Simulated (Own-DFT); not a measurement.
# Response to strain: wurtzite AlN, 128 atoms (Al64N64)

The numbers are computed, not measured, by runs of the plane-wave DFT program Own-DFT (in-house, retired, unreviewed) at fixed positions, with no spin and no spin-orbit coupling.

Settings: PBE; PseudoDojo norm-conserving scalar-relativistic files; cutoff 42 hartree; 3 x 3 x 3 k mesh centred on Gamma; Gaussian smearing of 0.01 eV.

Known weak points: k mesh not checked against a denser one; stress not checked against mesh or cutoff.

Unstrained cell vectors in Å: (12.448, 0.000, 0.000); (-6.224, 10.780, 0.000); (0.000, 0.000, 9.964). The unstrained cell has measured lattice constants (interpolated for alloys), not those of this functional. That, the random moves and any unrelaxed bonds set the pressure at no strain. A uniform strain is put on this cell, atoms riding along. Random moves of width 0.05 Å per axis were added to every atom. Strain is the symmetric tensor, in per cent. Stress is positive in tension, and the pressure is minus a third of its trace.

```
run,e_xx (%),e_yy (%),e_zz (%),e_yz (%),e_xz (%),e_xy (%),s_xx (GPa),s_yy (GPa),s_zz (GPa),s_yz (GPa),s_xz (GPa),s_xy (GPa),P (GPa),E (meV/atom)
1,1.95,1.05,0.77,-0.28,1.54,0.01,3.91,1.40,-0.22,-0.30,4.05,-0.63,-1.70,4.4
2,-0.62,0.64,0.33,0.53,1.42,0.85,-8.54,-3.02,-4.29,1.21,4.08,2.79,5.28,14.6
3,-0.71,-1.08,-0.46,1.73,1.24,-1.64,-10.17,-13.56,-8.71,4.33,2.83,-6.83,10.81,27.3
4,1.35,0.35,0.29,0.44,1.83,1.29,0.27,-1.88,-3.55,0.91,4.80,4.67,1.72,10.0
5,-1.98,0.63,1.43,-0.36,-0.06,0.17,-13.81,-3.77,-0.15,-1.93,-0.13,1.53,5.91,12.3
6,-1.65,0.19,1.19,-1.13,0.57,1.86,-14.61,-4.93,-1.71,-2.66,0.80,7.05,7.08,30.0
7,1.73,0.16,0.42,-0.94,0.81,-0.12,3.15,-2.85,-3.33,-2.40,2.09,-0.34,1.01,0.0
8,0.39,1.97,-1.91,-0.11,-0.48,1.76,-3.48,2.13,-13.04,-0.12,-1.65,5.21,4.80,13.6
9,0.50,-1.39,-1.60,0.01,1.92,1.31,-6.75,-12.50,-16.47,1.09,5.38,5.76,11.90,39.1
10,-1.81,-0.96,-0.12,1.06,-0.15,2.00,-15.95,-13.94,-7.19,3.22,0.77,7.31,12.36,33.6
11,1.36,-0.21,0.73,-1.62,-1.72,-0.59,1.92,-4.98,-3.01,-4.23,-4.20,-2.86,2.03,10.4
12,-0.07,-0.91,0.51,0.83,-1.95,0.27,-5.79,-12.56,-3.02,1.75,-4.70,1.42,7.12,22.8
13,-1.97,0.05,-0.13,-1.34,-0.83,-0.71,-16.75,-9.17,-8.04,-3.67,-2.36,-3.17,11.32,46.3
14,-1.82,1.46,0.67,0.71,-0.04,1.89,-11.45,-2.18,-2.68,2.52,-0.43,6.59,5.44,20.0
15,-0.03,0.95,0.62,0.09,0.75,1.86,-5.19,-1.21,-1.35,0.45,1.37,5.68,2.58,7.2
16,-1.19,1.57,1.96,1.36,-1.02,-1.64,?,?,?,?,?,?,?,?
```

E is the free energy for each atom above the lowest run shown.

## Working it out

Each stress component was fitted by least squares to a constant and the strains of the runs shown, as fractions, with shears doubled. Shear strains stay in the fit of a normal stress only where such slopes are resolved. The slopes, in GPa:

```
stress  at no strain  per e_xx  per e_yy  per e_zz  scatter
  s_xx          -5.9  504 ± 15  104 ± 21   82 ± 23     0.75
  s_yy          -6.6  108 ± 14  477 ± 19   72 ± 21     0.67
  s_zz          -6.1   55 ± 15   98 ± 21  501 ± 23     0.75
```

Also, s_xx gains 29 ± 12 per 2 e_yz; s_xx gains -27 ± 9 per 2 e_xz; s_yy gains -36 ± 11 per 2 e_yz; s_yy gains 31 ± 8 per 2 e_xz; s_zz gains 33 ± 11 per 2 e_yz.

The slope of each shear stress on twice its own strain, from a fit on all six strains: yz 125 ± 7, xz 125 ± 6, xy 192 ± 9 GPa. These are stiffnesses along x, y and z of the frame in which the cell vectors are given, with the crystal's c axis along z: C11, C12, C13 and C33. Hexagonal symmetry asks that xx and yy behave alike, which is a second check on the noise. No internal relaxation is included, and where it is allowed it would reduce some of the slopes. Symmetry asks for nearly equal slopes across the diagonal; the mismatch is a measure of noise. A ninth of the table's sum, 222 ± 4 GPa, estimates the bulk modulus near the mean pressure of these runs, 5.8 GPa, so it lies above the value at zero pressure.

## Check

Question: what normal stresses and pressure should run 16 give?

From the fit: s_xx = -7.3, s_yy = -0.6, s_zz = 5.5 and P = 0.8 GPa. The run itself gave -9.22, -0.64, 3.88 and P = 1.99 GPa.
